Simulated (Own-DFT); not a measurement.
# Biaxial strain at fixed height in wurtzite AlN, 72 atoms (Al36N36)

No measurement is shown. These are fixed-geometry runs of a retired plane-wave code named Own-DFT, which no person has reviewed; spin and spin-orbit coupling are neglected.

Common settings: PBE; PseudoDojo norm-conserving scalar-relativistic files; cutoff 42 hartree; 4 x 4 x 3 k mesh centred on Gamma; Gaussian smearing of 0.01 eV.

Caveats: k mesh not checked against a denser one; stress not checked against mesh or cutoff.

Unstrained cell vectors in Å: (9.336, 0.000, 0.000); (-4.668, 8.085, 0.000); (0.000, 0.000, 9.964). The unstrained cell has measured lattice constants (interpolated for alloys), not those of this functional. That, the random moves and any unrelaxed bonds set the pressure at no strain. Each run strains x and y alike by e, as a substrate would, and holds the height along z. Each coordinate of each atom was shifted by a normal deviate of width 0.05 Å. Stress is positive in tension.

| e (%) | u (Å) | (s_xx + s_yy)/2 (GPa) | s_zz (GPa) |
|---|---|---|---|
| -3.00 | 0.052 | -25.90 | -10.68 |
| -2.00 | 0.050 | -18.10 | -8.83 |
| -1.75 | 0.052 | ? | ? |
| -1.00 | 0.046 | -11.21 | -6.59 |
| 0.75 | 0.051 | -2.26 | -4.14 |
| 1.25 | 0.049 | 0.93 | -2.01 |
| 1.50 | 0.046 | 3.13 | -4.93 |
| 2.00 | 0.053 | 3.96 | -2.41 |
| 2.75 | 0.047 | 8.59 | -1.99 |
| 3.00 | 0.054 | 9.42 | -2.45 |

## Working it out

With e as a fraction, the in-plane stress is -5.7 + 580 e - 2658 e² GPa (errors 11 and 689, scatter 0.66), and s_zz is -5.7 + 143 e GPa (slope ± 18, scatter 1.06). At e = 0 the first slope is C11 + C12 and the second 2 C13, both with the ions held to the strained lattice and at the cell's own pressure. The term in e² is negative: the layer stiffens under compression and softens under tension. A free layer would change its height as e changes, and the in-plane slope would drop by 2 C13²/C33 to the biaxial modulus. At fixed height, a misfit of 1 % moves the in-plane stress by about 5.8 GPa and s_zz by 1.4 GPa.

## Check

Q: what are the two stresses at e = -1.75 %?

The fitted form gives -16.7 and -8.2 GPa. Computed: -16.90 and -7.81 GPa.
